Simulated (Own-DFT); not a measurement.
# How strain changes the stress of wurtzite AlN, 72 atoms (Al36N36)

Calculated results; nothing here was measured. They come from Own-DFT, an in-house plane-wave density functional program, since retired, whose code no person has reviewed. Each row is one single-point run on a periodic cell that was not relaxed, without spin or spin-orbit coupling.

Settings of every run: PBE; PseudoDojo norm-conserving scalar-relativistic files; cutoff 42 hartree; 4 x 4 x 3 k mesh centred on Gamma; Gaussian smearing of 0.01 eV.

Known limits: k mesh not checked against a denser one; stress not checked against mesh or cutoff.

Unstrained cell vectors in Å: (9.336, 0.000, 0.000); (-4.668, 8.085, 0.000); (0.000, 0.000, 9.964). The unstrained cell has measured lattice constants (interpolated for alloys), not those of this functional. That, the random moves and any unrelaxed bonds set the pressure at no strain. Each run strains this cell uniformly, with the atoms carried along. Every atom was also moved at random, by a Gaussian of width 0.05 Å on each axis. Strain is the symmetric tensor, in per cent. Stress is positive in tension, and the pressure is minus a third of its trace.

```
run,e_xx (%),e_yy (%),e_zz (%),e_yz (%),e_xz (%),e_xy (%),s_xx (GPa),s_yy (GPa),s_zz (GPa),s_yz (GPa),s_xz (GPa),s_xy (GPa),P (GPa),E (meV/atom)
1,1.01,0.94,-0.37,-0.43,1.83,-0.36,-1.54,0.59,-6.37,-0.45,4.19,-2.42,2.44,12.3
2,-0.46,-1.62,1.04,0.28,1.10,-0.87,-10.58,-15.59,-0.18,1.12,2.59,-2.24,8.78,32.7
3,0.22,-1.76,-1.77,-1.41,-0.62,-0.10,-8.03,-16.30,-16.87,-4.65,-2.34,-0.26,13.73,51.9
4,0.62,-0.37,-0.65,1.17,-1.97,1.52,-4.49,-8.20,-8.72,2.42,-5.81,3.42,7.14,36.3
5,-1.18,1.92,1.06,0.44,-1.62,-1.10,-10.03,2.58,0.40,1.40,-3.69,-3.49,2.35,22.5
6,-1.23,1.38,0.94,0.95,-0.67,0.33,-7.73,-1.28,-1.13,3.29,-1.59,1.02,3.38,12.8
7,-0.85,1.89,1.93,0.01,1.12,-1.56,-6.27,1.88,4.53,0.67,2.74,-5.20,-0.05,10.7
8,-0.39,1.78,1.31,-0.15,-0.77,0.76,-4.52,2.63,1.49,-0.64,-1.60,2.03,0.13,0.0
9,-0.62,-1.25,0.67,-1.55,-1.41,-1.34,-10.07,-10.79,-3.83,-3.71,-4.22,-4.60,8.23,7.1
10,-0.70,0.31,-1.06,0.36,-1.92,1.57,-8.84,-7.76,-10.40,0.18,-4.67,5.18,9.00,31.9
11,0.96,1.81,-0.46,-0.38,-1.42,0.79,-1.64,2.90,-4.56,-0.43,-4.09,1.90,1.10,18.0
12,-0.49,0.23,-0.34,-0.27,1.94,-0.16,-8.51,-4.56,-7.41,-0.37,4.11,-0.17,6.83,9.8
13,0.83,1.85,0.67,-0.75,-1.25,0.71,2.58,3.72,-2.49,-2.38,-2.43,1.63,-1.27,0.0
14,-1.29,1.50,-0.57,-0.53,0.49,1.56,-13.23,-0.51,-5.93,-1.43,0.30,3.56,6.56,24.5
15,-1.94,1.43,1.70,-1.86,-1.02,-1.30,-12.07,-0.42,1.76,-4.17,-1.54,-4.74,3.58,28.7
16,-1.98,1.70,-0.54,1.23,1.36,-1.96,-14.87,-1.77,-8.07,3.90,3.43,-7.68,8.24,43.5
17,-1.43,0.23,-0.77,1.44,1.13,-1.21,-14.25,-6.07,-10.46,3.67,2.84,-5.40,10.26,25.9
18,-1.11,-0.23,0.58,0.03,1.31,1.53,?,?,?,?,?,?,?,?
```

E is the free energy for each atom above the lowest run shown.

## Worked fit

Each stress component was fitted by least squares to a constant and the strains of the runs shown, as fractions, with shears doubled. Shear strains stay in the fit of a normal stress only where such slopes are resolved. The slopes, in GPa:

| stress | at no strain | per e_xx | per e_yy | per e_zz | scatter |
|---|---|---|---|---|---|
| s_xx | -6.3 | 491 ± 35 | 109 ± 27 | 109 ± 34 | 1.30 |
| s_yy | -6.3 | 119 ± 32 | 480 ± 25 | 57 ± 30 | 1.17 |
| s_zz | -5.7 | 40 ± 31 | 73 ± 24 | 475 ± 30 | 1.14 |

Each shear stress against twice its own strain: yz 131 ± 6, xz 119 ± 5, xy 165 ± 11 GPa. These are stiffnesses along x, y and z of the frame in which the cell vectors are given, which need not be the crystal's axes. The atoms are held to the strained lattice; where symmetry lets them move under strain, relaxing them would lower some slopes. The table should be nearly symmetric about its diagonal, and what it lacks of that shows the noise. A ninth of its sum, 217 ± 4 GPa, estimates the bulk modulus near the mean pressure of these runs, 5.3 GPa, so it lies above the value at zero pressure.

## Withheld run

Question: what normal stresses and pressure should run 18 give?

The fit gives s_xx = -11.3, s_yy = -8.4, s_zz = -3.6 and P = 7.8 GPa. The calculation gave -12.02, -7.70, -3.08 and P = 7.60 GPa.
